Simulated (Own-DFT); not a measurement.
# Computed records: SiC (4H silicon carbide, atoms displaced), GaN (wurtzite, strained, atoms displaced), GaP (zincblende, atoms displaced)

Computed with Own-DFT development build. A calculation, not a measurement: plane-wave PBE density functional theory by an unreviewed code, no spin, of a simulated periodic cell, stress positive in tension, free energy of the whole cell less one offset for each atom, forces on such cells passed a denser k mesh, this cell's mesh not checked; offsets are fitted by least squares, one for each functional and potential file, so energies compare only between cells with the same atoms and settings and are not formation energies; the far tail of each file's local potential was reset to the Coulomb form; each entry is a single point on an unrelaxed cell, so the pressure reflects the starting lattice, mostly measured values (interpolated for alloys), from which strain is counted, and rises with the displacements; printed positions are rounded, which can move forces by about a meV/angstrom; the program, named Own-DFT, is a retired in-house code; no spin-orbit coupling.

Common to all runs: functional PBE.

(1) 
```cif
# cell vector a (Å): 6.1654 0.0000 0.0000
# cell vector b (Å): -3.0827 5.3394 0.0000
# cell vector c (Å): 0.0000 0.0000 10.0681
data_SiC
_symmetry_space_group_name_H-M 'P 1'
_symmetry_Int_Tables_number 1
_cell_length_a 6.1654
_cell_length_b 6.1654
_cell_length_c 10.0681
_cell_angle_alpha 90.000
_cell_angle_beta 90.000
_cell_angle_gamma 120.000
_cell_volume 331.44
loop_
_atom_site_label
_atom_site_type_symbol
_atom_site_fract_x
_atom_site_fract_y
_atom_site_fract_z
_atom_site_occupancy
Si1 Si 0.01670 0.02448 0.40805 1
Si2 Si 0.17788 0.34172 0.14783 1
C1 C 0.04134 0.01285 0.09937 1
C2 C 0.16066 0.30861 0.35861 1
Si3 Si 0.00463 0.49549 0.40756 1
Si4 Si 0.13648 0.82906 0.14526 1
C3 C 0.01772 0.47110 0.07897 1
C4 C 0.17575 0.81320 0.33465 1
Si5 Si 0.51530 0.04394 0.42723 1
Si6 Si 0.68145 0.33305 0.16938 1
C5 C 0.52726 0.01536 0.10223 1
C6 C 0.67268 0.33987 0.35899 1
Si7 Si 0.48906 0.52304 0.42289 1
Si8 Si 0.65216 0.82389 0.14692 1
C7 C 0.49438 0.51483 0.08136 1
C8 C 0.66765 0.80533 0.32537 1
Si9 Si 0.95627 0.97846 0.90228 1
Si10 Si 0.85249 0.64588 0.68244 1
C9 C 0.02334 0.02498 0.59448 1
C10 C 0.80508 0.64106 0.84863 1
Si11 Si 0.01199 0.50794 0.90312 1
Si12 Si 0.85299 0.19540 0.66519 1
C11 C 0.99562 0.48004 0.59713 1
C12 C 0.83288 0.15569 0.85511 1
Si13 Si 0.49228 0.98434 0.90330 1
Si14 Si 0.33328 0.67425 0.65233 1
C13 C 0.49045 0.00182 0.60663 1
C14 C 0.31556 0.61915 0.84748 1
Si15 Si 0.47920 0.48942 0.89494 1
Si16 Si 0.33728 0.19806 0.65891 1
C15 C 0.49293 0.46824 0.59670 1
C16 C 0.33450 0.14303 0.84499 1
_calc_potential_files 'PseudoDojo norm-conserving, scalar-relativistic, standard set'
_calc_wave_cutoff 42  # hartree
_calc_occupations 'Fermi-Dirac'
_calc_smearing_width 0.1  # eV
_calc_hardware 'one NVIDIA H100'
_calc_k_mesh '5 x 5 x 3 centred on Gamma'
_calc_free_energy_of_cell_above_offsets '8.887'  # eV
_calc_pressure 13.89  # GPa
_calc_stress_xx -12.39  # GPa
_calc_stress_yy -19.09  # GPa
_calc_stress_zz -10.2  # GPa
_calc_stress_yz 9.49  # GPa
_calc_stress_xz -2.48  # GPa
_calc_stress_xy 4.55  # GPa
_calc_wall_time 131.1  # s
```

Force:
| element | x (eV/Å) | y (eV/Å) | z (eV/Å) |
| --- | --- | --- | --- |
| Si | -0.015 | -10.34 | 0.911 |
| Si | 2.686 | -1.628 | 2.908 |
| C | -8.436 | 2.202 | -4.372 |
| C | -0.459 | 8.62 | -4.166 |
| Si | -0.177 | 0.666 | -0.209 |
| Si | 9.457 | -4.416 | 3.872 |
| C | -5.752 | 3.701 | 2.01 |
| C | -0.983 | 2.227 | 2.013 |
| Si | 0.149 | -5.786 | -3.089 |
| Si | -0.854 | 0.462 | -1.782 |
| C | -2.993 | -1.035 | -2.559 |
| C | -0.545 | 2.22 | -1.641 |
| Si | 2.306 | -1.329 | -3.231 |
| Si | 1.854 | 1.239 | 1.611 |
| C | 2.59 | -1.776 | 0.57 |
| C | -0.169 | 2.845 | 4.239 |
| Si | 6.396 | 0.035 | 2.477 |
| Si | -2.443 | 2.285 | -7.16 |
| C | -1.951 | -2.476 | 1.117 |
| C | 1.757 | 1.239 | 2.586 |
| Si | -2.235 | -3.244 | 1.576 |
| Si | 0.379 | -7.208 | 0.864 |
| C | 0.161 | 5.363 | -0.736 |
| C | -3.25 | 2.228 | -3.034 |
| Si | 0.712 | 0.331 | 2.323 |
| Si | 1.151 | -1.711 | 1.087 |
| C | 1.322 | 1.395 | -0.044 |
| C | -3.203 | 6.196 | -4.061 |
| Si | 4.319 | -4.746 | 3.831 |
| Si | 0.808 | -9.408 | 3.589 |
| C | 0.5 | 10.78 | -0.79 |
| C | -3.082 | 1.068 | -0.71 |

(2) 
```cif
# cell vector a (Å): 12.7560 0.0000 0.0000
# cell vector b (Å): -4.7835 8.2853 0.0000
# cell vector c (Å): 0.0000 0.0000 10.4996
data_GaN
_symmetry_space_group_name_H-M 'P 1'
_symmetry_Int_Tables_number 1
_cell_length_a 12.7560
_cell_length_b 9.5670
_cell_length_c 10.4996
_cell_angle_alpha 90.000
_cell_angle_beta 90.000
_cell_angle_gamma 120.000
_cell_volume 1109.67
loop_
_atom_site_label
_atom_site_type_symbol
_atom_site_fract_x
_atom_site_fract_y
_atom_site_fract_z
_atom_site_occupancy
Ga1 Ga 0.07976 0.21139 0.99890 1
Ga2 Ga 0.16823 0.11141 0.24987 1
N1 N 0.08338 0.21907 0.18896 1
N2 N 0.16585 0.11668 0.43909 1
Ga3 Ga 0.08669 0.21667 0.51083 1
Ga4 Ga 0.16609 0.11342 0.75585 1
N3 N 0.08735 0.22475 0.69287 1
N4 N 0.16884 0.11215 0.94390 1
Ga5 Ga 0.08054 0.55537 0.00364 1
Ga6 Ga 0.16470 0.44185 0.24988 1
N5 N 0.08185 0.55172 0.18989 1
N6 N 0.17768 0.44667 0.43447 1
Ga7 Ga 0.07716 0.54924 0.49590 1
Ga8 Ga 0.16904 0.45291 0.75113 1
N7 N 0.07661 0.54685 0.69271 1
N8 N 0.16272 0.43651 0.93516 1
Ga9 Ga 0.08595 0.88644 0.00399 1
Ga10 Ga 0.16219 0.77170 0.25288 1
N9 N 0.08279 0.88239 0.19205 1
N10 N 0.15574 0.77180 0.44762 1
Ga11 Ga 0.07965 0.88755 0.50331 1
Ga12 Ga 0.16414 0.77220 0.75624 1
N11 N 0.07510 0.86625 0.68443 1
N12 N 0.16838 0.78328 0.93960 1
Ga13 Ga 0.33112 0.22329 0.00451 1
Ga14 Ga 0.41009 0.10788 0.25609 1
N13 N 0.32492 0.22250 0.19241 1
N14 N 0.41747 0.11071 0.43435 1
Ga15 Ga 0.32842 0.21875 0.50637 1
Ga16 Ga 0.41816 0.10837 0.74954 1
N15 N 0.33365 0.22365 0.68795 1
N16 N 0.42114 0.10834 0.93806 1
Ga17 Ga 0.32936 0.55372 0.00216 1
Ga18 Ga 0.40629 0.43483 0.25414 1
N17 N 0.34030 0.55699 0.19242 1
N18 N 0.42084 0.46242 0.44071 1
Ga19 Ga 0.33378 0.54904 0.49754 1
Ga20 Ga 0.41195 0.44318 0.74855 1
N19 N 0.33138 0.55285 0.68582 1
N20 N 0.41181 0.44242 0.92842 1
Ga21 Ga 0.33045 0.87953 0.00328 1
Ga22 Ga 0.41572 0.77693 0.25229 1
N21 N 0.33168 0.89414 0.18905 1
N22 N 0.41458 0.77172 0.43790 1
Ga23 Ga 0.32698 0.87321 0.50464 1
Ga24 Ga 0.41400 0.77873 0.74536 1
N23 N 0.34825 0.89583 0.69597 1
N24 N 0.40874 0.77400 0.93697 1
Ga25 Ga 0.57929 0.21802 0.99565 1
Ga26 Ga 0.67303 0.10386 0.24659 1
N25 N 0.58829 0.21521 0.18916 1
N26 N 0.67377 0.11105 0.44167 1
Ga27 Ga 0.58091 0.21782 0.50776 1
Ga28 Ga 0.65948 0.10749 0.74988 1
N27 N 0.59046 0.23743 0.68831 1
N28 N 0.66496 0.12474 0.93445 1
Ga29 Ga 0.58187 0.55920 0.00319 1
Ga30 Ga 0.67281 0.44847 0.25264 1
N29 N 0.58853 0.55417 0.18872 1
N30 N 0.67473 0.44843 0.43477 1
Ga31 Ga 0.58155 0.55044 0.49927 1
Ga32 Ga 0.66113 0.43394 0.75118 1
N31 N 0.58609 0.56093 0.69213 1
N32 N 0.66011 0.44325 0.94011 1
Ga33 Ga 0.58156 0.87644 0.00550 1
Ga34 Ga 0.67143 0.78400 0.24983 1
N33 N 0.58469 0.89213 0.18616 1
N34 N 0.66964 0.77700 0.44313 1
Ga35 Ga 0.57984 0.88179 0.49962 1
Ga36 Ga 0.67493 0.78653 0.75659 1
N35 N 0.58371 0.89078 0.69487 1
N36 N 0.66875 0.77959 0.93246 1
Ga37 Ga 0.82723 0.22011 0.00639 1
Ga38 Ga 0.91690 0.11567 0.26051 1
N37 N 0.83811 0.23013 0.18976 1
N38 N 0.91802 0.10873 0.44076 1
Ga39 Ga 0.83236 0.23060 0.49249 1
Ga40 Ga 0.91362 0.11071 0.75678 1
N39 N 0.82761 0.21426 0.69296 1
N40 N 0.91445 0.11239 0.93403 1
Ga41 Ga 0.82739 0.54859 0.00119 1
Ga42 Ga 0.91329 0.43994 0.24948 1
N41 N 0.83455 0.55946 0.18725 1
N42 N 0.91801 0.43712 0.44106 1
Ga43 Ga 0.84446 0.56167 0.50152 1
Ga44 Ga 0.91702 0.44441 0.74739 1
N43 N 0.83398 0.55726 0.68753 1
N44 N 0.92362 0.44882 0.93219 1
Ga45 Ga 0.83103 0.89124 0.99914 1
Ga46 Ga 0.91011 0.76913 0.23949 1
N45 N 0.83042 0.89211 0.18843 1
N46 N 0.91330 0.78481 0.43887 1
Ga47 Ga 0.83235 0.89022 0.51071 1
Ga48 Ga 0.91753 0.77630 0.74862 1
N47 N 0.83557 0.88832 0.69103 1
N48 N 0.91799 0.76935 0.93474 1
_calc_potential_files 'PseudoDojo norm-conserving, scalar-relativistic, standard set with the stringent files for Ga'
_calc_wave_cutoff 96  # hartree
_calc_occupations 'Gaussian'
_calc_smearing_width 0.01  # eV
_calc_k_mesh '3 x 4 x 3 centred on Gamma'
_calc_free_energy_of_cell_above_offsets '-5.152'  # eV
_calc_pressure 4.6  # GPa
_calc_stress_xx -5.93  # GPa
_calc_stress_yy -5.4  # GPa
_calc_stress_zz -2.47  # GPa
_calc_stress_yz -0.93  # GPa
_calc_stress_xz -0.23  # GPa
_calc_stress_xy 0.16  # GPa
```

Force:
| element | x (eV/Å) | y (eV/Å) | z (eV/Å) |
| --- | --- | --- | --- |
| Ga | -0.76 | 1.103 | 0.492 |
| Ga | -1.7 | -1.207 | 0.813 |
| N | -0.492 | 0.005 | -0.289 |
| N | 1.22 | -1.187 | -0.166 |
| Ga | -1.532 | 1.04 | -0.907 |
| Ga | 0.536 | -0.907 | -0.27 |
| N | -0.659 | -0.305 | 0.277 |
| N | -0.122 | -0.973 | -0.659 |
| Ga | 0.763 | -0.209 | -0.63 |
| Ga | 0.776 | -0.129 | 0.022 |
| N | -0.129 | 0.131 | 0.08 |
| N | -2.554 | -0.924 | 0.37 |
| Ga | 2.126 | 0.039 | 1.227 |
| Ga | 0.11 | -0.99 | 0.072 |
| N | 1.307 | 1.292 | -1.343 |
| N | -0.16 | 0.613 | 1.062 |
| Ga | -1.009 | 0.012 | -0.077 |
| Ga | 0.473 | 0.341 | 0.493 |
| N | -0.635 | 0.591 | -0.339 |
| N | 1.55 | 0.187 | -1.194 |
| Ga | -0.68 | 0.455 | -0.598 |
| Ga | 0.345 | 0.061 | -0.66 |
| N | 0.758 | 2.567 | 0.785 |
| N | 0.397 | -0.986 | 0.092 |
| Ga | 1.305 | 0.242 | -0.648 |
| Ga | 1.448 | 1.019 | -1.245 |
| N | 1.998 | -0.145 | -0.786 |
| N | -0.652 | -0.483 | 1.981 |
| Ga | 0.766 | 0.547 | -0.99 |
| Ga | -0.312 | 1.514 | 0.782 |
| N | 0.104 | -0.953 | 0.438 |
| N | -2.246 | -0.494 | -0.101 |
| Ga | 0.222 | -0.419 | -0.37 |
| Ga | 1.972 | 1.436 | 0.446 |
| N | -1.692 | 0.177 | -1.039 |
| N | 1.864 | -3.105 | -0.951 |
| Ga | -1.171 | 1.452 | 1.359 |
| Ga | 1.126 | 0.803 | -0.379 |
| N | -0.313 | 0.71 | -0.207 |
| N | 0.298 | 0.207 | 2.165 |
| Ga | -0.185 | 1.569 | -0.026 |
| Ga | -0.124 | 0.489 | -0.193 |
| N | 0.181 | -1.387 | 0.351 |
| N | -0.295 | 0.658 | 0.077 |
| Ga | -0.209 | 1.175 | -0.214 |
| Ga | 2.632 | -1.618 | 1.431 |
| N | -3.532 | -0.509 | -2.011 |
| N | 1.639 | -0.311 | 0.201 |
| Ga | -0.105 | 1.098 | 2.001 |
| Ga | -1.768 | 1.303 | 1.136 |
| N | -1.156 | 0.578 | -0.005 |
| N | -1.944 | -1.034 | -0.846 |
| Ga | 0.685 | 0.788 | -1.927 |
| Ga | 0.967 | 0.775 | 0.176 |
| N | -0.6 | -3.919 | -0.722 |
| N | 1.866 | -2.051 | 0.422 |
| Ga | -0.023 | -0.866 | -0.471 |
| Ga | -0.689 | -1.631 | -0.308 |
| N | -1.41 | 0.252 | 0.142 |
| N | -0.358 | -0.623 | 1.077 |
| Ga | 1.214 | 0.818 | 0.702 |
| Ga | -0.03 | 4.169 | 0.95 |
| N | -0.305 | -0.509 | -0.433 |
| N | 0.584 | 0.138 | -0.231 |
| Ga | -1.349 | 1.298 | -1.521 |
| Ga | -0.632 | -1.484 | 1.06 |
| N | 0.19 | -1.322 | 0.395 |
| N | -0.681 | 0.077 | -0.723 |
| Ga | 0.794 | 0.678 | 0.678 |
| Ga | -1.019 | -1.123 | -1.901 |
| N | -0.01 | -0.743 | -0.944 |
| N | -0.365 | -0.143 | 1.93 |
| Ga | 0.484 | 0.781 | -1.675 |
| Ga | 1.022 | -0.494 | -0.925 |
| N | 0.269 | -1.375 | -0.176 |
| N | -0.221 | 0.844 | 0.756 |
| Ga | 1.512 | -2.583 | 2.602 |
| Ga | 0.187 | 0.41 | -1.616 |
| N | 0.122 | 0.888 | -1.016 |
| N | -0.043 | -0.355 | 1.797 |
| Ga | 0.479 | 0.064 | -1.008 |
| Ga | 0.014 | 1.458 | 0.394 |
| N | 0.8 | -1.56 | -0.408 |
| N | -0.822 | 1.851 | -1.655 |
| Ga | -1.713 | 0.06 | 0.091 |
| Ga | -1.175 | -1.121 | 0.504 |
| N | -0.101 | -0.733 | 0.009 |
| N | -1.458 | -0.835 | 1.349 |
| Ga | 1.196 | -0.244 | 0.063 |
| Ga | 0.062 | 2.397 | 1.839 |
| N | 0.968 | 0.577 | -0.653 |
| N | 1.126 | -0.733 | -0.71 |
| Ga | -0.211 | 0.005 | -1.111 |
| Ga | -0.539 | -0.704 | 0.65 |
| N | 0.203 | 0.631 | 0.571 |
| N | -0.77 | 1.057 | 0.962 |

(3) 
```cif
# cell vector a (Å): 6.1654 0.0000 0.0000
# cell vector b (Å): -3.0827 5.3394 0.0000
# cell vector c (Å): 0.0000 0.0000 10.0681
data_SiC
_symmetry_space_group_name_H-M 'P 1'
_symmetry_Int_Tables_number 1
_cell_length_a 6.1654
_cell_length_b 6.1654
_cell_length_c 10.0681
_cell_angle_alpha 90.000
_cell_angle_beta 90.000
_cell_angle_gamma 120.000
_cell_volume 331.44
loop_
_atom_site_label
_atom_site_type_symbol
_atom_site_fract_x
_atom_site_fract_y
_atom_site_fract_z
_atom_site_occupancy
Si1 Si 0.02170 0.99376 0.38770 1
Si2 Si 0.19477 0.34315 0.16402 1
C1 C 0.98758 0.00517 0.09323 1
C2 C 0.16025 0.32348 0.33548 1
Si3 Si 0.98323 0.50187 0.41189 1
Si4 Si 0.12647 0.82303 0.15474 1
C3 C 0.00411 0.51599 0.09042 1
C4 C 0.20335 0.85849 0.34821 1
Si5 Si 0.50970 0.98219 0.39150 1
Si6 Si 0.64292 0.32987 0.15295 1
C5 C 0.48809 0.98545 0.09649 1
C6 C 0.64449 0.30711 0.34540 1
Si7 Si 0.47430 0.50367 0.41508 1
Si8 Si 0.65813 0.80125 0.15121 1
C7 C 0.49940 0.52646 0.08894 1
C8 C 0.68526 0.85553 0.33620 1
Si9 Si 0.99994 0.97966 0.90246 1
Si10 Si 0.84297 0.63397 0.65408 1
C9 C 0.99306 0.98294 0.59625 1
C10 C 0.82479 0.64586 0.83448 1
Si11 Si 0.01601 0.48698 0.90768 1
Si12 Si 0.79861 0.14901 0.66577 1
C11 C 0.01217 0.54856 0.56994 1
C12 C 0.84087 0.18403 0.84072 1
Si13 Si 0.52482 0.00455 0.89929 1
Si14 Si 0.35085 0.66951 0.64761 1
C13 C 0.49965 0.99182 0.58772 1
C14 C 0.33443 0.68116 0.83636 1
Si15 Si 0.50021 0.50622 0.91002 1
Si16 Si 0.33357 0.16800 0.65565 1
C15 C 0.48902 0.48805 0.60279 1
C16 C 0.32387 0.16103 0.83874 1
_calc_potential_files 'PseudoDojo norm-conserving, scalar-relativistic, standard set'
_calc_wave_cutoff 42  # hartree
_calc_occupations 'Fermi-Dirac'
_calc_smearing_width 0.1  # eV
_calc_hardware 'one NVIDIA H100'
_calc_k_mesh '5 x 5 x 3 centred on Gamma'
_calc_free_energy_of_cell_above_offsets '4.700'  # eV
_calc_pressure 10.25  # GPa
_calc_stress_xx -7.25  # GPa
_calc_stress_yy -10.61  # GPa
_calc_stress_zz -12.89  # GPa
_calc_stress_yz -3.87  # GPa
_calc_stress_xz 2.43  # GPa
_calc_stress_xy -1  # GPa
_calc_wall_time 127.5  # s
```

Force:
| element | x (eV/Å) | y (eV/Å) | z (eV/Å) |
| --- | --- | --- | --- |
| Si | -2.689 | 0.997 | 4.432 |
| Si | -4.479 | -0.559 | -2.977 |
| C | 0.669 | 0.132 | -0.812 |
| C | -0.591 | 1.754 | 3.127 |
| Si | 0.584 | -1.318 | -7.798 |
| Si | 4.467 | 1.831 | 0.177 |
| C | -0.133 | -3.149 | 0.69 |
| C | -3.23 | -4.973 | -3.215 |
| Si | -0.211 | 3.209 | 3.169 |
| Si | 2.929 | -1.109 | 0.336 |
| C | -0.492 | 0.772 | -1.376 |
| C | -0.46 | 4.109 | -0.518 |
| Si | 2.99 | -0.755 | -1.109 |
| Si | -1.91 | 9.78 | 2.966 |
| C | 1.357 | -7.641 | -1.545 |
| C | 2.661 | -4.416 | -0.367 |
| Si | -0.477 | 0.611 | -0.661 |
| Si | -6.434 | 4.661 | 1.563 |
| C | -0.883 | 1.201 | -0.718 |
| C | 0.621 | 0.279 | 2.554 |
| Si | -2.167 | 3.202 | 0.192 |
| Si | 4.315 | 0.64 | -3.712 |
| C | 6.048 | -4.037 | 5.761 |
| C | 1.689 | -2.477 | 0.856 |
| Si | -3.915 | -0.129 | 2.406 |
| Si | -2.744 | 0.204 | 1.37 |
| C | -0.855 | 0.672 | -0.453 |
| C | 1.582 | -1.288 | 0.223 |
| Si | -0.008 | -1.07 | -3.593 |
| Si | -1.27 | -2.749 | -0.624 |
| C | 1.591 | 0.739 | -2.234 |
| C | 1.443 | 0.877 | 1.889 |

(4) 
```cif
# cell vector a (Å): 16.3515 0.0000 0.0000
# cell vector b (Å): 0.0000 10.9010 0.0000
# cell vector c (Å): 0.0000 0.0000 10.9010
data_GaP
_symmetry_space_group_name_H-M 'P 1'
_symmetry_Int_Tables_number 1
_cell_length_a 16.3515
_cell_length_b 10.9010
_cell_length_c 10.9010
_cell_angle_alpha 90.000
_cell_angle_beta 90.000
_cell_angle_gamma 90.000
_cell_volume 1943.08
loop_
_atom_site_label
_atom_site_type_symbol
_atom_site_fract_x
_atom_site_fract_y
_atom_site_fract_z
_atom_site_occupancy
Ga1 Ga 0.00258 0.99543 0.99390 1
Ga2 Ga 0.00317 0.24965 0.24250 1
Ga3 Ga 0.16757 0.01389 0.26882 1
Ga4 Ga 0.16839 0.24627 0.99385 1
P1 P 0.07752 0.11360 0.12207 1
P2 P 0.08637 0.37829 0.37017 1
P3 P 0.24940 0.11588 0.37741 1
P4 P 0.25104 0.38187 0.11907 1
Ga5 Ga 0.00132 0.99428 0.50011 1
Ga6 Ga 0.00185 0.25545 0.74510 1
Ga7 Ga 0.16637 0.99565 0.73269 1
Ga8 Ga 0.16927 0.25421 0.50278 1
P5 P 0.08600 0.12042 0.62414 1
P6 P 0.08673 0.37418 0.89040 1
P7 P 0.25417 0.11605 0.87910 1
P8 P 0.25100 0.34988 0.61615 1
Ga9 Ga 0.99925 0.49258 0.99283 1
Ga10 Ga 0.00332 0.75394 0.26400 1
Ga11 Ga 0.16312 0.50940 0.25148 1
Ga12 Ga 0.18404 0.74496 0.99428 1
P9 P 0.08016 0.63053 0.10939 1
P10 P 0.08877 0.86019 0.36944 1
P11 P 0.23005 0.63256 0.36434 1
P12 P 0.25341 0.88746 0.14014 1
Ga13 Ga 0.00218 0.49751 0.50201 1
Ga14 Ga 0.99285 0.73142 0.76019 1
Ga15 Ga 0.16927 0.51071 0.74953 1
Ga16 Ga 0.16902 0.76342 0.48947 1
P13 P 0.07223 0.61570 0.62792 1
P14 P 0.08281 0.90368 0.88733 1
P15 P 0.25202 0.61643 0.88252 1
P16 P 0.24283 0.87372 0.62991 1
Ga17 Ga 0.32662 0.00517 0.99041 1
Ga18 Ga 0.32552 0.25844 0.24702 1
Ga19 Ga 0.50351 0.00887 0.25093 1
Ga20 Ga 0.50514 0.23784 0.00783 1
P17 P 0.42523 0.11767 0.12965 1
P18 P 0.42206 0.37828 0.38241 1
P19 P 0.59169 0.12020 0.37648 1
P20 P 0.58073 0.37894 0.13092 1
Ga21 Ga 0.33772 0.00557 0.48252 1
Ga22 Ga 0.33334 0.24698 0.74713 1
Ga23 Ga 0.49629 0.01514 0.74295 1
Ga24 Ga 0.50714 0.25212 0.49327 1
P21 P 0.42969 0.12131 0.62025 1
P22 P 0.41227 0.37680 0.88872 1
P23 P 0.57589 0.12181 0.88470 1
P24 P 0.58850 0.35917 0.61608 1
Ga25 Ga 0.34345 0.50281 0.00672 1
Ga26 Ga 0.34324 0.75626 0.23056 1
Ga27 Ga 0.49754 0.49540 0.25326 1
Ga28 Ga 0.49359 0.75978 0.99302 1
P25 P 0.40933 0.65327 0.11444 1
P26 P 0.40764 0.87176 0.37206 1
P27 P 0.58277 0.63367 0.37908 1
P28 P 0.58428 0.85522 0.12878 1
Ga29 Ga 0.34268 0.49047 0.50929 1
Ga30 Ga 0.33244 0.74461 0.75322 1
Ga31 Ga 0.50208 0.48596 0.73606 1
Ga32 Ga 0.50633 0.74650 0.51052 1
P29 P 0.41977 0.63743 0.61173 1
P30 P 0.42257 0.88112 0.87449 1
P31 P 0.58061 0.63272 0.86884 1
P32 P 0.57705 0.88495 0.64667 1
Ga33 Ga 0.66574 0.99969 0.98780 1
Ga34 Ga 0.66150 0.24596 0.26109 1
Ga35 Ga 0.84202 0.99763 0.24030 1
Ga36 Ga 0.83668 0.25438 0.98647 1
P33 P 0.73702 0.13069 0.13489 1
P34 P 0.75977 0.35033 0.37043 1
P35 P 0.91447 0.12556 0.38685 1
P36 P 0.91806 0.36222 0.13792 1
Ga37 Ga 0.66988 0.99597 0.50501 1
Ga38 Ga 0.67157 0.25946 0.75906 1
Ga39 Ga 0.82558 0.98029 0.76490 1
Ga40 Ga 0.83816 0.25430 0.50394 1
P37 P 0.74811 0.14018 0.61896 1
P38 P 0.74819 0.37023 0.86998 1
P39 P 0.91538 0.12651 0.86787 1
P40 P 0.90855 0.36946 0.61632 1
Ga41 Ga 0.65823 0.50954 0.98764 1
Ga42 Ga 0.67749 0.74557 0.23566 1
Ga43 Ga 0.84082 0.50865 0.25214 1
Ga44 Ga 0.84630 0.75719 0.98885 1
P41 P 0.77438 0.62766 0.11996 1
P42 P 0.74953 0.88569 0.36656 1
P43 P 0.91322 0.62353 0.37711 1
P44 P 0.91966 0.86593 0.12316 1
Ga45 Ga 0.66951 0.48672 0.50875 1
Ga46 Ga 0.65618 0.74848 0.74128 1
Ga47 Ga 0.83259 0.50856 0.75365 1
Ga48 Ga 0.82924 0.73834 0.51129 1
P45 P 0.74973 0.60780 0.62129 1
P46 P 0.74635 0.88139 0.86807 1
P47 P 0.92235 0.62046 0.86773 1
P48 P 0.91742 0.87966 0.61432 1
_calc_potential_files 'PseudoDojo norm-conserving, scalar-relativistic, standard set'
_calc_wave_cutoff 42  # hartree
_calc_occupations 'Fermi-Dirac'
_calc_smearing_width 0.1  # eV
_calc_k_mesh '2 x 3 x 3 centred on Gamma'
_calc_free_energy_of_cell_above_offsets '-34.768'  # eV
_calc_pressure 5.48  # GPa
_calc_stress_xx -5.63  # GPa
_calc_stress_yy -5.26  # GPa
_calc_stress_zz -5.54  # GPa
_calc_stress_yz -0.64  # GPa
_calc_stress_xz -0.52  # GPa
_calc_stress_xy 0.57  # GPa
```

Force:
| element | x (eV/Å) | y (eV/Å) | z (eV/Å) |
| --- | --- | --- | --- |
| Ga | -3.697 | 2.061 | 2.275 |
| Ga | 0.593 | -1.206 | 1.713 |
| Ga | -2.061 | -2.038 | -2.668 |
| Ga | 0.265 | -0.857 | 1.248 |
| P | 1.634 | 1.168 | 0.933 |
| P | -0.345 | -0.723 | 0.381 |
| P | 0.793 | 3.39 | 0.807 |
| P | -0.626 | 0.072 | 0.423 |
| Ga | 0.695 | 0.499 | -0.993 |
| Ga | -0.035 | -0.164 | 0.218 |
| Ga | -0.794 | 0.974 | 2.626 |
| Ga | -2.149 | -1.807 | -2.119 |
| P | -0.662 | 1.177 | -0.698 |
| P | 0.025 | -0.004 | -2.73 |
| P | -2.061 | 2.076 | -2.857 |
| P | 1.554 | 3.682 | 2.108 |
| Ga | -0.429 | 0.096 | 1.875 |
| Ga | -1.272 | -1.843 | -2.093 |
| Ga | -1.19 | -1.129 | -2.223 |
| Ga | -2.348 | 2.455 | 1.845 |
| P | 0.254 | 0.004 | 0.777 |
| P | -0.889 | 3.622 | 0.452 |
| P | 4.42 | 0.294 | 1.043 |
| P | -0.607 | -0.149 | -1.541 |
| Ga | -1.207 | -0.944 | -0.965 |
| Ga | 2.741 | 4.3 | -2.739 |
| Ga | -0.692 | -1.494 | -0.408 |
| Ga | 0.051 | -1.658 | 2.386 |
| P | 2.206 | 1.42 | 0.271 |
| P | 3.423 | -4.834 | -3.665 |
| P | 1.455 | -0.495 | -1.533 |
| P | 2.496 | -0.956 | -1.343 |
| Ga | 2.6 | -2.126 | 2.722 |
| Ga | 1.32 | -0.865 | 0.358 |
| Ga | 0.619 | -2.065 | 0.803 |
| Ga | -1.13 | 1.844 | 0.724 |
| P | -2.509 | 1.122 | -0.71 |
| P | -1.058 | -1.012 | -0.964 |
| P | -1.791 | -0.596 | 0.893 |
| P | 0.68 | -0.043 | -0.599 |
| Ga | 0.118 | -0.61 | 2.28 |
| Ga | 0.84 | -0.706 | 0.872 |
| Ga | 0.862 | -1.377 | 3.021 |
| Ga | -0.239 | -1.265 | -0.527 |
| P | -3.223 | 2.228 | -2.125 |
| P | 1.796 | -1.318 | -1.984 |
| P | 1.583 | 0.259 | -2.089 |
| P | -0.235 | 0.908 | 1.677 |
| Ga | -1.234 | 0.501 | 0.53 |
| Ga | -3.852 | 1.911 | 3.623 |
| Ga | 0.212 | 1.829 | -0.214 |
| Ga | 1.887 | -0.411 | 0.402 |
| P | 3.004 | -4.669 | -1.507 |
| P | 2.733 | -0.27 | 0.325 |
| P | 1.317 | -1.363 | -0.731 |
| P | -0.32 | 1.822 | -0.974 |
| Ga | -1.72 | 0.838 | -0.414 |
| Ga | 0.365 | 0.573 | -0.051 |
| Ga | -0.534 | 0.705 | 0.668 |
| Ga | 0.327 | 2.329 | -1.384 |
| P | -1.478 | -2.022 | 2.293 |
| P | -2.101 | 0.883 | -1.322 |
| P | -1.27 | -0.771 | -0.045 |
| P | 1.016 | -0.498 | -2.713 |
| Ga | -0.399 | -0.009 | 2.312 |
| Ga | 0.444 | 1.417 | -0.883 |
| Ga | -1.166 | 1.063 | 0.565 |
| Ga | -0.59 | -0.632 | 1.825 |
| P | 2.123 | -1.14 | -2.195 |
| P | -1.197 | 3.023 | -0.497 |
| P | 1.305 | -0.59 | -1.584 |
| P | -1.044 | 1.898 | -2.193 |
| Ga | 0.031 | 0.164 | 0.499 |
| Ga | -1.755 | -2.545 | -1.419 |
| Ga | 3.292 | 3.812 | -3.926 |
| Ga | -1.229 | -2.15 | -0.753 |
| P | 0.032 | -1.741 | 1.301 |
| P | 1.073 | 2.726 | 1.675 |
| P | 0.246 | -0.793 | 0.082 |
| P | 2.527 | 2.382 | 2.385 |
| Ga | 1.585 | -0.744 | 1.361 |
| Ga | 0.308 | -0.342 | 1.055 |
| Ga | -0.505 | -2.407 | -0.034 |
| Ga | -1.2 | -0.317 | -0.39 |
| P | -2.819 | -0.042 | -1.059 |
| P | 0.477 | -1.516 | 0.645 |
| P | 1.505 | 0.735 | 1.146 |
| P | 1.102 | 1.175 | 0.304 |
| Ga | -0.039 | -0.129 | -2.461 |
| Ga | 1.942 | -0.34 | 0.213 |
| Ga | 0.005 | -1.542 | -0.302 |
| Ga | 0.222 | 1.534 | -1.397 |
| P | -0.782 | 1.822 | 1.094 |
| P | -1.869 | -3.853 | 2.136 |
| P | -2.636 | -1.914 | 2.604 |
| P | -1.111 | -1.762 | 2.246 |
